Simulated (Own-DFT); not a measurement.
Simulation results for GaP (zincblende, strained, atoms displaced), SiC (4H silicon carbide, atoms displaced), GaN (wurtzite, strained, atoms displaced), SiC (2H silicon carbide, atoms displaced)

A calculation, not a measurement: plane-wave PBE density functional theory by an unreviewed code, no spin, of a simulated periodic cell, stress positive in tension, free energy of the whole cell less one offset for each atom, forces on such cells passed a denser k mesh, this cell's mesh not checked; offsets are fitted by least squares, one for each functional and potential file, so energies compare only between cells with the same atoms and settings and are not formation energies; the far tail of each file's local potential was reset to the Coulomb form; each entry is a single point on an unrelaxed cell, so the pressure reflects the starting lattice, mostly measured values (interpolated for alloys), from which strain is counted, and rises with the displacements; printed positions are rounded, which can move forces by about a meV/angstrom; the program, named Own-DFT, is a retired in-house code; no spin-orbit coupling. Program: Own-DFT development build.

Settings shared by all entries: functional PBE.

(1) GaP (zincblende, strained, atoms displaced)

```xyz
64
Lattice="10.8620 0.0000 0.0000 0.0000 10.8620 0.0000 0.0000 0.0000 10.9361" Properties=species:S:1:pos:R:3 GaP
Ga    10.7749    10.8310     0.0489
Ga     0.0365     2.6044     2.6971
Ga     2.6900    10.8158     2.8003
Ga     2.6580     2.6565     0.0141
P      1.3934     1.3375     1.4031
P      1.2875     4.0856     4.0585
P      4.0262     1.3750     4.2101
P      4.1272     4.0756     1.3050
Ga     0.0421     0.0483     5.4059
Ga    10.8369     2.6704     8.2066
Ga     2.6891     0.0309     8.3073
Ga     2.7196     2.6852     5.5378
P      1.3968     1.3743     6.8042
P      1.2531     4.1776     9.6167
P      4.0650     1.2801     9.6366
P      4.1388     4.0755     6.8575
Ga     0.0360     5.4175    10.8626
Ga    10.8241     8.2138     2.7368
Ga     2.7308     5.4405     2.7055
Ga     2.7210     8.1459    10.9170
P      1.3221     6.7429     1.4138
P      1.3773     9.4790     4.0036
P      4.0446     6.7759     4.1983
P      4.0406     9.4287     1.4105
Ga    10.7851     5.4316     5.5688
Ga     0.0364     8.1041     8.2539
Ga     2.7720     5.4771     8.2245
Ga     2.7370     8.1783     5.4988
P      1.4254     6.8160     6.8187
P      1.3262     9.4284     9.6075
P      4.0206     6.7404     9.5184
P      4.0711     9.5496     6.8570
Ga     5.4902    10.8212    10.9229
Ga     5.3780     2.7088     2.6816
Ga     8.1368     0.0204     2.7127
Ga     8.1816     2.7176    10.9098
P      6.8210     1.3299     1.3807
P      6.8269     4.1554     4.2207
P      9.5598     1.3866     4.1333
P      9.5091     4.0538     1.4128
Ga     5.4584    10.8462     5.5824
Ga     5.4510     2.7207     8.2018
Ga     8.2312     0.0614     8.1981
Ga     8.1595     2.8272     5.4407
P      6.8166     1.3861     6.8485
P      6.8202     4.0605     9.5326
P      9.5012     1.3993     9.5206
P      9.4734     3.9903     6.8114
Ga     5.3069     5.4069     0.0253
Ga     5.4065     8.1324     2.7469
Ga     8.1159     5.4349     2.7014
Ga     8.1188     8.1774     0.0827
P      6.6799     6.8354     1.3580
P      6.7707     9.4282     4.0514
P      9.5741     6.8744     4.0997
P      9.4310     9.5990     1.4066
Ga     5.4030     5.4264     5.4866
Ga     5.3949     8.1334     8.0856
Ga     8.1824     5.4915     8.2325
Ga     8.2132     8.1242     5.4347
P      6.8534     6.8157     6.8432
P      6.8162     9.3969     9.6375
P      9.5448     6.8365     9.5563
P      9.4593     9.3996     6.8406
```

```
potential files                   : PseudoDojo norm-conserving, scalar-relativistic, standard set
wave cutoff                       : 42 hartree
occupations                       : Fermi-Dirac
smearing width                    : 0.1 eV
hardware                          : one NVIDIA H100
k mesh                            : 3 x 3 x 3 centred on Gamma
free energy of cell above offsets : -33.082 eV
pressure                          : 3.67 GPa
stress xx                         : -3.87 GPa
stress yy                         : -3.79 GPa
stress zz                         : -3.33 GPa
stress yz                         : 0.04 GPa
stress xz                         : 0.04 GPa
stress xy                         : 0 GPa
wall time                         : 528.8 s
```

Force:
| element | x (eV/Å) | y (eV/Å) | z (eV/Å) |
| --- | --- | --- | --- |
| Ga | 0.849 | 0.538 | -0.665 |
| Ga | -0.293 | 1.093 | 0.411 |
| Ga | 1.014 | 0.661 | -0.553 |
| Ga | 0.214 | 0.802 | -0.387 |
| P | -0.26 | -0.837 | -0.487 |
| P | 0.595 | -0.193 | 0.662 |
| P | 0.812 | -0.569 | -0.962 |
| P | -1.586 | -0.762 | 0.933 |
| Ga | -0.128 | -1.135 | 0.657 |
| Ga | 0.754 | 0.717 | -0.348 |
| Ga | -0.328 | -0.525 | -0.594 |
| Ga | -0.164 | 1.489 | -0.665 |
| P | -0.526 | -0.594 | 1.106 |
| P | 2.022 | -2.215 | -1.788 |
| P | 0.397 | 0.997 | -0.266 |
| P | -0.9 | -0.169 | 0.223 |
| Ga | -1.6 | 1.157 | 1.951 |
| Ga | 0.231 | -0.335 | -0.691 |
| Ga | -0.037 | -0.368 | 0.578 |
| Ga | -0.212 | -0.704 | 0.532 |
| P | 0.018 | 0.763 | -0.706 |
| P | -0.367 | -0.055 | 1.58 |
| P | 0.2 | 0.034 | -0.942 |
| P | 0.229 | 0.929 | -0.389 |
| Ga | 0.788 | 0.132 | -0.852 |
| Ga | 0.031 | 0.242 | -1.046 |
| Ga | -1.055 | -1.121 | -0.79 |
| Ga | -0.204 | 0.307 | -0.371 |
| P | -0.676 | -0.417 | 0.394 |
| P | -0.075 | 1.113 | 0.107 |
| P | 1.074 | 1.221 | 0.793 |
| P | -0.662 | 0.013 | 0.314 |
| Ga | -0.263 | -0.515 | 0.651 |
| Ga | 0.661 | -0.107 | 1.078 |
| Ga | -0.311 | 0.285 | 1.43 |
| Ga | -0.334 | 0.299 | 0.422 |
| P | -0.447 | 0.606 | -0.428 |
| P | -0.801 | -0.358 | -1.81 |
| P | -1.104 | -0.099 | -0.401 |
| P | 0.184 | 0.021 | -0.634 |
| Ga | 0.343 | 0.147 | -1.178 |
| Ga | -0.151 | -0.399 | 0.373 |
| Ga | -0.897 | -1.18 | -0.165 |
| Ga | -0.201 | -1.507 | -0.085 |
| P | 0.33 | -0.022 | -0.144 |
| P | -0.345 | 0.514 | 0.665 |
| P | 0.386 | -0.594 | 1.037 |
| P | 0.428 | 1.159 | 1.244 |
| Ga | 1.618 | 0.695 | -1.304 |
| Ga | -0.547 | -0.289 | 0.461 |
| Ga | 0.109 | 0.518 | 0.348 |
| Ga | 0.478 | -0.66 | -0.113 |
| P | 0.697 | -0.971 | -0.086 |
| P | 0.31 | 0.997 | 0.832 |
| P | -0.566 | -1.235 | -0.155 |
| P | 0.512 | -1.204 | -0.173 |
| Ga | 0.495 | 0.535 | 0.501 |
| Ga | 0.494 | -0.167 | 1.08 |
| Ga | -0.054 | -0.548 | -0.237 |
| Ga | -0.9 | 0.1 | -0.219 |
| P | -0.466 | -0.35 | -0.458 |
| P | -0.413 | 1.078 | -1.487 |
| P | -0.605 | -0.346 | 1.026 |
| P | 1.208 | 1.386 | 0.188 |

(2) SiC (4H silicon carbide, atoms displaced)

```xyz
32
Lattice="6.1654 0.0000 0.0000 -3.0827 5.3394 0.0000 0.0000 0.0000 10.0681" Properties=species:S:1:pos:R:3 SiC
Si    -2.9289     5.3081     4.1300
Si     0.0106     1.8541     1.4574
C      6.1384     0.0217     0.9804
C     -0.0085     1.6668     3.5131
Si    -1.4694     2.8852     3.9556
Si    -1.4721     4.2676     1.5819
C      4.6715     2.5681     1.0187
C     -1.6716     4.5143     3.4787
Si     3.0666     0.1238     3.9818
Si     3.2146     1.9102     1.5461
C      3.0962     0.0903     0.9269
C      3.0841     1.7867     3.4874
Si     1.3687     2.8008     4.0699
Si     1.6207     4.5591     1.3121
C      1.4480     2.8974     0.8804
C      1.5439     4.5984     3.4655
Si     3.0668     5.2666     9.1168
Si     2.9339     3.6259     6.7777
C      2.9020     5.1154     6.0600
C      2.8419     3.5746     8.7382
Si    -1.5139     2.7344     9.1060
Si     4.5805     1.1535     6.5557
C     -1.5308     2.7623     6.1297
C      4.6137     0.8799     8.4188
Si     3.1319     0.0649     9.1109
Si     0.1564     3.3753     6.5726
C      0.0964     5.3117     6.0099
C     -0.3068     3.7690     8.4271
Si     1.5531     2.7384     9.2077
Si     1.6387     0.7964     6.5819
C      1.4513     2.7024     5.9174
C      1.6336     0.8794     8.3704
```

```
potential files                   : PseudoDojo norm-conserving, scalar-relativistic, standard set
wave cutoff                       : 42 hartree
occupations                       : Fermi-Dirac
smearing width                    : 0.1 eV
hardware                          : one NVIDIA H100
k mesh                            : 5 x 5 x 3 centred on Gamma
free energy of cell above offsets : 7.963 eV
pressure                          : 12.78 GPa
stress xx                         : -14.49 GPa
stress yy                         : -17.14 GPa
stress zz                         : -6.7 GPa
stress yz                         : 1.28 GPa
stress xz                         : 5 GPa
stress xy                         : -1.95 GPa
wall time                         : 122.8 s
```

Force:
| element | x (eV/Å) | y (eV/Å) | z (eV/Å) |
| --- | --- | --- | --- |
| Si | -8.439 | 1.831 | 3.345 |
| Si | 3.006 | -2.782 | 3.314 |
| C | 5.042 | 1.467 | -2.453 |
| C | -0.028 | 3.936 | -1.588 |
| Si | -1.514 | -6.488 | 3.947 |
| Si | -0.707 | 5.432 | -0.273 |
| C | 0.782 | 3.081 | -3.385 |
| C | 6.838 | -0.924 | -4.02 |
| Si | 1.412 | -2.185 | 2.76 |
| Si | -5.926 | -3.273 | 2.483 |
| C | -0.666 | -0.334 | -0.312 |
| C | -0.49 | 4.672 | -1.63 |
| Si | 3.023 | -0.455 | -1.109 |
| Si | -3.989 | 0.735 | 5.756 |
| C | 1.114 | -4.486 | 1.639 |
| C | -0.175 | -1.731 | -1.701 |
| Si | 0.967 | 4.187 | -0.183 |
| Si | 1.331 | -4.557 | 0.159 |
| C | 2.554 | 7.884 | -2.715 |
| C | 7.138 | 1.267 | -4.57 |
| Si | -2.384 | -2.318 | 0.216 |
| Si | 0.203 | -7.726 | 0.64 |
| C | -0.817 | 3.576 | -3.268 |
| C | 1.292 | 1.757 | 1.649 |
| Si | -1.458 | 0.559 | -0.449 |
| Si | -7.76 | 6.692 | 3.497 |
| C | -0.908 | 0.387 | -1.991 |
| C | 4.768 | -1.941 | 0.014 |
| Si | -6.666 | -4.826 | -1.49 |
| Si | -1.746 | -0.177 | -1.338 |
| C | 6.361 | -4.809 | -0.593 |
| C | -2.158 | 1.547 | 3.652 |

(3) GaN (wurtzite, strained, atoms displaced)

```xyz
96
Lattice="12.7560 0.0000 0.0000 -4.7835 8.2853 0.0000 0.0000 0.0000 10.3182" Properties=species:S:1:pos:R:3 GaN
Ga     0.0351     1.8478     0.0404
Ga     1.6229     0.8850     2.6359
N     -0.0136     1.8483     1.8816
N      1.6418     0.9050     4.5919
Ga    -0.0493     1.7748     5.1429
Ga     1.5280     0.9076     7.7786
N     -0.0742     1.9234     7.1198
N      1.5307     0.9469     9.6743
Ga    -1.5820     4.6061     0.0541
Ga    -0.0238     3.6764     2.5837
N     -1.5982     4.6116     1.9000
N      0.0235     3.6822     4.4552
Ga    -1.5620     4.6110     5.1269
Ga     0.0175     3.7714     7.7007
N     -1.6568     4.6339     7.1291
N      0.0510     3.7345     9.7204
Ga    -3.2325     7.3694    10.2583
Ga    -1.6030     6.4140     2.6246
N     -3.1925     7.3226     1.9050
N     -1.5548     6.4729     4.4922
Ga    -3.1871     7.3009     5.1548
Ga    -1.5513     6.4068     7.7010
N     -3.1236     7.3603     7.1429
N     -1.6502     6.4212     9.6293
Ga     3.2633     1.7787     0.0072
Ga     4.7864     0.9351     2.6372
N      3.1512     1.7841     1.9334
N      4.7864     0.8178     4.5226
Ga     3.2076     1.8054     5.1222
Ga     4.7251     0.8531     7.6782
N      3.1812     1.8007     7.1149
N      4.8327     0.8874     9.6469
Ga     1.6568     4.5170     0.0214
Ga     3.1826     3.6876     2.6692
N      1.6370     4.6292     1.9574
N      3.1097     3.6264     4.5079
Ga     1.5511     4.6063     5.1692
Ga     3.1297     3.7506     7.7698
N      1.5835     4.6501     6.9984
N      3.1895     3.6669     9.6853
Ga    -0.0030     7.4284     0.0127
Ga     1.6025     6.4666     2.5693
N     -0.0518     7.3632     1.8951
N      1.6202     6.4045     4.5409
Ga     0.0231     7.3760     5.0529
Ga     1.5671     6.4738     7.6534
N     -0.0786     7.3859     7.1254
N      1.5873     6.4163     9.6656
Ga     6.3465     1.8105     0.0863
Ga     7.9702     0.8890     2.5208
N      6.3742     1.7888     1.9936
N      8.0132     0.9634     4.5918
Ga     6.4384     1.8591     5.1609
Ga     7.9647     0.9534     7.7792
N      6.3352     1.8424     7.0638
N      7.9434     0.8778     9.6748
Ga     4.6958     4.6574    10.2855
Ga     6.4104     3.5838     2.5213
N      4.8136     4.5565     1.9505
N      6.3687     3.7633     4.5713
Ga     4.7881     4.6204     5.1910
Ga     6.3760     3.6751     7.7565
N      4.7279     4.7301     7.1164
N      6.2925     3.7339     9.5958
Ga     3.1904     7.3388     0.0101
Ga     4.7411     6.3849     2.5752
N      3.2167     7.4029     1.9203
N      4.8006     6.4047     4.5012
Ga     3.2004     7.4136     5.1389
Ga     4.6589     6.5464     7.6475
N      3.1784     7.2926     7.1770
N      4.7939     6.4001     9.7132
Ga     9.4944     1.8660    10.2157
Ga    11.1255     0.9371     2.6735
N      9.5150     1.7957     1.9364
N     11.1626     0.9878     4.4487
Ga     9.6615     1.8961     5.0866
Ga    11.0993     0.8722     7.8358
N      9.6025     1.9069     7.1782
N     11.1457     0.9080     9.7237
Ga     8.0657     4.5478     0.0277
Ga     9.6072     3.7041     2.5960
N      8.0073     4.5986     1.9912
N      9.6280     3.6354     4.4958
Ga     7.9641     4.4945     5.2022
Ga     9.6228     3.7651     7.8298
N      7.9722     4.6526     7.1781
N      9.5733     3.6533     9.7331
Ga     6.4473     7.3651    10.2647
Ga     7.9162     6.4142     2.6431
N      6.4105     7.3353     1.9983
N      8.0386     6.4230     4.5251
Ga     6.2941     7.3385     5.1062
Ga     7.9134     6.4364     7.7258
N      6.3979     7.3618     7.2134
N      7.9092     6.4176     9.6324
```

```
potential files                   : PseudoDojo norm-conserving, scalar-relativistic, standard set with the stringent files for Ga
wave cutoff                       : 96 hartree
occupations                       : Gaussian
smearing width                    : 0.01 eV
k mesh                            : 3 x 4 x 3 centred on Gamma
free energy of cell above offsets : -5.057 eV
pressure                          : 7.86 GPa
stress xx                         : -6.59 GPa
stress yy                         : -7.22 GPa
stress zz                         : -9.76 GPa
stress yz                         : -0.09 GPa
stress xz                         : -0.06 GPa
stress xy                         : 0.39 GPa
```

Force:
| element | x (eV/Å) | y (eV/Å) | z (eV/Å) |
| --- | --- | --- | --- |
| Ga | -1.051 | 0.533 | -1.213 |
| Ga | -0.982 | -0.369 | -0.765 |
| N | 0.069 | -0.249 | 2.446 |
| N | -1.275 | -0.518 | -0.785 |
| Ga | 1.643 | 1.147 | 1.015 |
| Ga | 0.283 | 0.476 | -1.209 |
| N | 0.282 | -0.981 | -0.297 |
| N | 1.381 | -0.397 | 0.404 |
| Ga | 0.579 | 0.476 | -1.534 |
| Ga | 0.757 | 0.009 | -1.269 |
| N | 0.182 | -0.202 | 1.677 |
| N | -0.696 | -0.391 | 1.316 |
| Ga | -0.07 | -0.04 | 0.509 |
| Ga | -0.503 | -0.83 | 0.92 |
| N | 1.541 | -0.384 | -1.375 |
| N | -0.912 | -0.733 | -0.82 |
| Ga | 0.171 | -0.372 | 0.336 |
| Ga | -0.33 | 0.593 | -1.819 |
| N | -0.286 | 0.143 | 0.687 |
| N | -0.375 | -0.914 | 0.836 |
| Ga | 0.481 | 0.947 | 1.052 |
| Ga | -1.121 | 0.781 | 0.952 |
| N | -1.445 | -0.131 | -0.689 |
| N | 0.627 | 0.263 | 0.816 |
| Ga | -1.111 | 0.415 | -0.451 |
| Ga | -0.945 | -0.838 | -1.048 |
| N | 1.003 | 0.882 | 0.506 |
| N | 0.699 | 2.728 | -0.043 |
| Ga | 0.054 | 0.258 | 1.393 |
| Ga | 0.543 | 1.675 | 0.638 |
| N | -0.578 | 1.225 | -0.161 |
| N | -0.401 | 0.721 | 0.088 |
| Ga | -0.846 | 1.674 | 0.261 |
| Ga | 0.079 | -0.406 | -1.987 |
| N | -0.384 | -0.309 | 0.25 |
| N | 1.248 | 0.622 | 1.445 |
| Ga | 0.546 | -0.688 | -1.543 |
| Ga | 0.842 | -1.056 | -0.945 |
| N | -0.192 | -0.129 | 1.9 |
| N | 0.136 | -0.918 | -0.12 |
| Ga | -0.196 | -2.161 | -0.933 |
| Ga | -0.324 | -0.139 | -0.459 |
| N | 0.813 | 0.195 | 1.48 |
| N | 0.194 | 1.037 | -0.459 |
| Ga | 0.07 | -1.523 | 1.869 |
| Ga | -0.809 | -0.216 | 1.514 |
| N | 1.691 | -1.072 | -1.781 |
| N | 0.013 | 0.037 | -0.039 |
| Ga | 0.23 | 0.906 | -1.967 |
| Ga | 0.55 | 0.404 | 1.279 |
| N | -0.149 | -0.146 | -0.193 |
| N | 0.278 | -0.355 | -1.175 |
| Ga | -1.01 | 0.137 | -0.003 |
| Ga | -0.277 | 0.081 | -1.135 |
| N | 0.323 | -0.239 | 0.635 |
| N | -0.372 | 0.617 | 0.624 |
| Ga | 1.292 | -1.075 | 0.534 |
| Ga | -0.093 | 2.027 | 0.946 |
| N | -0.445 | -0.274 | 0.012 |
| N | -0.182 | -1.776 | -1.148 |
| Ga | -1.05 | -0.714 | 0.19 |
| Ga | -0.68 | 0.441 | -1.053 |
| N | 0.327 | -1.665 | -0.197 |
| N | 1.128 | -1.126 | 2.779 |
| Ga | 0.003 | -0.511 | -0.919 |
| Ga | 1.115 | 0.469 | -0.845 |
| N | -0.54 | -1.123 | 0.733 |
| N | -1.201 | 0.641 | 0.21 |
| Ga | -0.125 | -0.653 | 0.514 |
| Ga | 4.066 | -2.118 | 2.698 |
| N | -2.529 | 3.493 | -2.436 |
| N | -0.293 | 1.97 | -0.789 |
| Ga | 1.025 | -1.583 | 1.696 |
| Ga | 0.361 | -0.557 | -4.432 |
| N | 0.678 | 1.055 | -0.275 |
| N | 0.014 | -1.749 | 2.688 |
| Ga | -1.273 | -0.865 | 2.202 |
| Ga | 0.914 | 1.307 | -0.938 |
| N | -0.724 | -0.466 | -0.888 |
| N | 0.016 | 0.601 | 0.367 |
| Ga | -2.427 | 1.257 | -0.134 |
| Ga | -0.426 | -0.847 | -0.909 |
| N | -0.408 | -0.704 | -0.476 |
| N | -0.505 | 1.682 | 0.462 |
| Ga | 1.113 | 1.529 | 0.313 |
| Ga | -1.287 | -0.866 | -0.794 |
| N | 0.235 | -1.557 | -1.065 |
| N | 0.771 | 0.672 | -0.308 |
| Ga | -1.624 | -0.299 | 1.506 |
| Ga | 1.076 | 0.327 | -1.092 |
| N | -1.128 | 0.536 | -0.429 |
| N | -1.49 | -0.54 | 1.033 |
| Ga | 2.097 | 0.48 | 1.051 |
| Ga | 1.663 | 0.372 | 0.09 |
| N | -1.658 | 0.562 | -2.338 |
| N | 1.523 | -0.629 | 0.806 |

(4) SiC (2H silicon carbide, atoms displaced)

```xyz
32
Lattice="6.1654 0.0000 0.0000 -3.0827 5.3394 0.0000 0.0000 0.0000 10.0681" Properties=species:S:1:pos:R:3 SiC
Si     3.0473     5.3284     0.0249
Si     0.0485     1.7742     2.5197
C     -0.0191     0.0453     1.8823
C      0.0576     1.8275     4.3997
Si     0.0258     0.0059     5.0208
Si     0.0225     1.7843     7.6027
C      3.0808     5.3051     6.9822
C     -0.0185     1.8013     9.4484
Si    -1.4721     2.6908    10.0501
Si    -1.5587     4.4850     2.4797
C     -1.4999     2.6440     1.9240
C     -1.5309     4.4380     4.4247
Si    -1.4912     2.6142     5.0986
Si    -1.5342     4.4749     7.5832
C      4.5926     2.6856     6.9459
C     -1.5634     4.4759     9.4645
Si    -0.0319     5.3142     0.0357
Si     3.1164     1.7942     2.4943
C      3.0975     0.0003     1.8988
C      3.1131     1.7840     4.4372
Si     3.0946     0.0320     5.0831
Si     3.1159     1.7566     7.5979
C     -0.0243     5.3186     6.9392
C      3.0842     1.7346     9.3835
Si     1.5367     2.6902    10.0468
Si     1.5009     4.4132     2.5279
C      1.5144     2.6871     1.8587
C      1.6135     4.3977     4.3439
Si     1.5779     2.6881     5.0656
Si     1.5167     4.4648     7.5951
C      1.5096     2.7162     6.9347
C      1.5138     4.4501     9.4601
```

```
potential files                   : PseudoDojo norm-conserving, scalar-relativistic, standard set
wave cutoff                       : 42 hartree
occupations                       : Fermi-Dirac
smearing width                    : 0.1 eV
hardware                          : one NVIDIA H100
k mesh                            : 5 x 5 x 3 centred on Gamma
free energy of cell above offsets : -4.610 eV
pressure                          : 3.85 GPa
stress xx                         : -2.3 GPa
stress yy                         : -2.19 GPa
stress zz                         : -7.07 GPa
stress yz                         : -0.07 GPa
stress xz                         : 0.46 GPa
stress xy                         : -0.44 GPa
wall time                         : 122 s
```

Force:
| element | x (eV/Å) | y (eV/Å) | z (eV/Å) |
| --- | --- | --- | --- |
| Si | 0.138 | 0.673 | -0.368 |
| Si | -0.777 | 0.426 | 0.283 |
| C | -0.105 | -1.213 | 0.269 |
| C | -0.239 | -1.135 | 0.54 |
| Si | 0.172 | -0.172 | 0.316 |
| Si | -0.675 | -0.063 | -1.292 |
| C | -0.27 | 1.11 | -0.727 |
| C | 1.042 | -0.716 | 0.204 |
| Si | -2.084 | -0.375 | 0.771 |
| Si | 0.245 | -0.84 | 1.24 |
| C | -0.324 | 0.994 | -1.036 |
| C | 0.48 | 0.075 | -0.106 |
| Si | -0.505 | 1.476 | -1.275 |
| Si | -0.585 | -0.776 | -0.386 |
| C | 1.066 | -0.479 | 0.753 |
| C | 0.023 | -0.433 | 0.077 |
| Si | 0.508 | 0.822 | -0.488 |
| Si | -0.463 | -0.047 | 0.7 |
| C | -0.57 | 0.284 | 0.02 |
| C | 0.102 | -0.152 | -0.312 |
| Si | 0.062 | -1.247 | -1.498 |
| Si | -1.088 | 0.604 | -1.878 |
| C | 0.677 | 0.7 | 0.354 |
| C | 0.178 | 0.839 | 2.635 |
| Si | 0.462 | -0.858 | -0.045 |
| Si | 0.976 | 0.857 | -0.638 |
| C | 1.253 | -0.544 | 0.117 |
| C | -1.009 | 1.388 | 1.914 |
| Si | 0.126 | -0.204 | -0.274 |
| Si | 0.343 | -0.227 | -0.645 |
| C | 0.799 | -0.889 | 0.614 |
| C | 0.04 | 0.123 | 0.161 |
